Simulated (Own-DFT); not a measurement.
# A change of arrangement and its cost: C16Si16, 32 atoms

All numbers below are calculated, not measured. The program, named Own-DFT, is a retired in-house plane-wave density functional code that no person has reviewed. Each row is one single-point run on a periodic cell that was not relaxed, without spin or spin-orbit coupling.

Settings of every run: PBE; PseudoDojo norm-conserving scalar-relativistic files; cutoff 42 hartree; 5 x 5 x 3 k mesh centred on Gamma; Fermi-Dirac smearing of 0.1 eV.

Known limits: forces on such cells passed a denser k mesh, each cell not checked; stress not checked against mesh or cutoff.

All cells hold the same atoms in the same cell, with vectors in Å (6.165, 0.000, 0.000); (-3.083, 5.339, 0.000); (0.000, 0.000, 10.068). Every atom was moved at random from its ideal site; u is the rms move along one axis. E is the free energy of the cell above the lowest run. The arrangements:

- A: 2H SiC
- B: 4H SiC

```
arrangement   u (Å)  E (eV)  P (GPa)
          A  0.0261   0.031     3.64
          A  0.0263   0.084     3.62
          A  0.0310   0.448     3.92
          A  0.0610   3.998     6.73
          A  0.0631   4.049     6.54
          A  0.0633   4.142     6.54
          B  0.0276   0.000     3.65
          B  0.0317   0.367     3.99
          B  0.0331   0.448     3.93
          B  0.0597   3.878     6.45
          B  0.0597   3.414     6.01
          B  0.0620   3.977     6.41
```

Question: once the cost of the random moves is taken out, how do the arrangements rank?

## Worked answer

Fit E = a + b u², with one b for all and one a for each arrangement, and with residuals divided by u², since the noise grows with the moves. Then b = 1270 eV/Å², the scatter at u = 0.04 Å is 0.07 eV, and against A:

- B: -0.13 ± 0.03 eV (lower)

These are energies of unrelaxed cells. Relaxing the atoms lowers the strained arrangements most, so the gaps would shrink and small ones could change sign.
